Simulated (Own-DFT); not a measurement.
Al3GaN4 (wurtzite random alloy, strained, atoms displaced) (calculated)

All values are calculated (Own-DFT development build). A calculation, not a measurement: plane-wave PBE density functional theory by an unreviewed code, no spin, of a simulated periodic cell, stress positive in tension, free energy of the whole cell less one offset for each atom, forces on such cells passed a denser k mesh, this cell's mesh not checked; offsets are fitted by least squares, one for each functional and potential file, so energies compare only between cells with the same atoms and settings and are not formation energies; the far tail of each file's local potential was reset to the Coulomb form; each entry is a single point on an unrelaxed cell, so the pressure reflects the starting lattice, mostly measured values, from which strain is counted, and rises with the displacements; printed positions are rounded, which can move forces by about a meV/angstrom; the program is a retired in-house code; no spin-orbit coupling.

## Al3GaN4 (wurtzite random alloy, strained, atoms displaced)

```
Al3GaN4
1.0
      9.2528     0.0000     0.0000
     -4.6264     8.0132     0.0000
      0.0000     0.0000    10.0655
Al N Al N Al N Al N Ga Al N Ga Al N Al N Al N Al Ga N Ga Al N Al N Al N Al Ga N Al N Ga N Al N Al Ga N Al Ga N
2 2 2 2 2 2 2 2 1 1 2 1 1 2 2 2 2 2 1 1 2 1 1 2 2 2 2 2 1 1 2 2 2 2 2 2 2 1 1 2 1 1 2
Direct
  0.11101 0.22601 0.99816
  0.21266 0.09912 0.24145
  0.11008 0.22070 0.18924
  0.22163 0.12030 0.44541
  0.11582 0.21933 0.50388
  0.20953 0.10570 0.74867
  0.11329 0.22948 0.68010
  0.21685 0.10368 0.93843
  0.11221 0.56160 0.00210
  0.23459 0.44752 0.24444
  0.10666 0.56014 0.19091
  0.21366 0.43271 0.43689
  0.11611 0.55707 0.49853
  0.22183 0.45712 0.76232
  0.10220 0.55420 0.69301
  0.22679 0.44669 0.94248
  0.11464 0.89177 0.99712
  0.21423 0.77984 0.24833
  0.10701 0.88035 0.18684
  0.22892 0.78488 0.43904
  0.11150 0.89076 0.50403
  0.22110 0.77654 0.75966
  0.10378 0.88128 0.68957
  0.21258 0.77017 0.93464
  0.44858 0.21641 0.00814
  0.56221 0.11402 0.25080
  0.43372 0.20762 0.18575
  0.55569 0.10749 0.44019
  0.44705 0.22746 0.48985
  0.55280 0.11275 0.74911
  0.44614 0.23149 0.69057
  0.54396 0.11099 0.93999
  0.44121 0.55055 0.00874
  0.55277 0.45058 0.25140
  0.44101 0.55377 0.19193
  0.54885 0.43567 0.43569
  0.43485 0.54852 0.50946
  0.55941 0.44102 0.75380
  0.43479 0.54466 0.68808
  0.55519 0.44465 0.94725
  0.43332 0.87755 0.99785
  0.55413 0.77015 0.26227
  0.44318 0.88762 0.19137
  0.55712 0.77352 0.44028
  0.44728 0.88697 0.49124
  0.55531 0.77332 0.73786
  0.45050 0.90167 0.69144
  0.55972 0.78940 0.94590
  0.77209 0.22535 0.99387
  0.89640 0.10836 0.24980
  0.78244 0.22178 0.18975
  0.88575 0.11630 0.43949
  0.78383 0.22744 0.50006
  0.88663 0.10327 0.74894
  0.78466 0.22448 0.69460
  0.88923 0.11532 0.94587
  0.77806 0.55015 0.99254
  0.89073 0.44371 0.24993
  0.77095 0.55240 0.19376
  0.88983 0.44091 0.43977
  0.79104 0.56890 0.51134
  0.88191 0.43034 0.75846
  0.77970 0.55521 0.69171
  0.87736 0.43954 0.94099
  0.77494 0.87920 0.00154
  0.88038 0.77682 0.24138
  0.76439 0.87426 0.18702
  0.90077 0.78753 0.43493
  0.77417 0.88910 0.50367
  0.88408 0.77339 0.75803
  0.76366 0.88262 0.69521
  0.88863 0.78517 0.94380
```

```
functional      : PBE
potential files : PseudoDojo norm-conserving, scalar-relativistic, standard set with the stringent files for Ga
wave cutoff     : 96 hartree
occupations     : Gaussian
smearing width  : 0.01 eV
k mesh          : 4 x 4 x 3 centred on Gamma
pressure        : ?
stress xx       : ?
stress zz       : ?
```

Question: What pressure does the calculation give for Al3GaN4 (wurtzite random alloy, strained, atoms displaced)?
Answer: 13.37 GPa

Question: Estimate the stress xx of Al3GaN4 (wurtzite random alloy, strained, atoms displaced).
Answer: -15.52 GPa

Question: What stress zz does the calculation give for Al3GaN4 (wurtzite random alloy, strained, atoms displaced)?
Answer: -10.13 GPa

Further results for Al3GaN4 (wurtzite random alloy, strained, atoms displaced):

```
free energy of cell above offsets : -20.825 eV
stress yy                         : -14.45 GPa
stress yz                         : 0.11 GPa
stress xz                         : 1.17 GPa
stress xy                         : 0.15 GPa
```

Force:
| element | x (eV/Å) | y (eV/Å) | z (eV/Å) |
| --- | --- | --- | --- |
| Al | 0.227 | -1.18 | 0.391 |
| Al | 0.298 | 1.186 | 1.609 |
| N | 1.911 | 1.046 | -1.229 |
| N | 1.937 | -1.433 | -2.263 |
| Al | -2.468 | 0.663 | -1.159 |
| Al | 1.375 | 1.172 | -0.291 |
| N | -0.529 | -0.7 | 3.368 |
| N | -0.069 | 3.067 | -0.631 |
| Al | -0.436 | -1.825 | 0.58 |
| Al | -3.572 | -1.531 | 1.795 |
| N | 2.625 | 0.225 | -1.217 |
| N | -0.357 | 1.503 | -0.758 |
| Al | -0.548 | -0.34 | 0.167 |
| Al | 0.32 | -1.694 | -2.275 |
| N | 0.857 | 0.505 | 0.128 |
| N | -1.033 | 0.336 | 0.797 |
| Ga | -0.606 | -0.855 | 0.832 |
| Al | 2.218 | -0.244 | 1.029 |
| N | -0.708 | 1.06 | -0.012 |
| N | 0.138 | -1.58 | -0.478 |
| Ga | 1.089 | 0.938 | -0.391 |
| Al | 0.028 | 0.425 | -3.435 |
| N | 0.787 | 0.937 | 1.574 |
| N | 1.215 | 0.167 | 1.354 |
| Al | -2.449 | 0.94 | -1.338 |
| Al | -0.325 | -0.731 | -0.163 |
| N | 0.344 | 0.714 | 1.501 |
| N | 0.162 | 1.006 | -0.237 |
| Al | 0.238 | -1.938 | 1.914 |
| Al | -0.12 | 1.141 | 0.195 |
| N | 0.011 | -1.821 | -0.721 |
| N | 2.233 | -1.207 | -0.726 |
| Al | 0.797 | 1.806 | -1.241 |
| Ga | 1.127 | -2.227 | 0.033 |
| N | 0.001 | 1.581 | -0.909 |
| N | 1.119 | 2.824 | 1.421 |
| Ga | 0.548 | -0.839 | -2.348 |
| Al | -1.298 | 0.354 | 0.279 |
| N | 0.557 | 1.302 | 3.055 |
| N | -1.326 | -0.941 | -1.197 |
| Al | 0.574 | 1.868 | 0.999 |
| Al | -1.235 | 0.983 | -2.47 |
| N | -0.065 | -0.595 | 0.028 |
| N | -0.15 | 0.29 | 1.112 |
| Al | -0.556 | 0.805 | 1.453 |
| Al | -2.947 | -0.513 | 2.578 |
| N | -0.133 | -2.902 | -0.865 |
| N | 0.02 | -2.766 | -1.655 |
| Al | 0.493 | -2.202 | 1.592 |
| Ga | -1.982 | -0.674 | 0.214 |
| N | -1.043 | -0.581 | -1.332 |
| N | 1.439 | -1.489 | 1.167 |
| Al | -0.982 | -0.576 | 0.608 |
| Al | -0.003 | 1.306 | 0.75 |
| N | -0.884 | -1.621 | -0.753 |
| N | 0.105 | -0.718 | -1.238 |
| Ga | -1.856 | 2.001 | 2.597 |
| Ga | -1.134 | -0.369 | 0.664 |
| N | 0.965 | -0.265 | -1.513 |
| N | -0.443 | 1.775 | 1.372 |
| Al | -0.335 | -1.448 | -2.599 |
| Al | 0.069 | 2.15 | -1.255 |
| N | -0.134 | -1.234 | 0.741 |
| N | 3.536 | 0.112 | -0.773 |
| Al | -1.897 | 2.298 | 0.391 |
| Ga | 1.635 | -0.723 | 1.495 |
| N | -0.997 | 1.564 | -0.186 |
| N | -2.705 | -1.397 | 0.987 |
| Al | 1.18 | 0.701 | -0.56 |
| Ga | -0.074 | 0.565 | -0.637 |
| N | 2.458 | 1.263 | -1.796 |
| N | 0.766 | -1.418 | -0.123 |
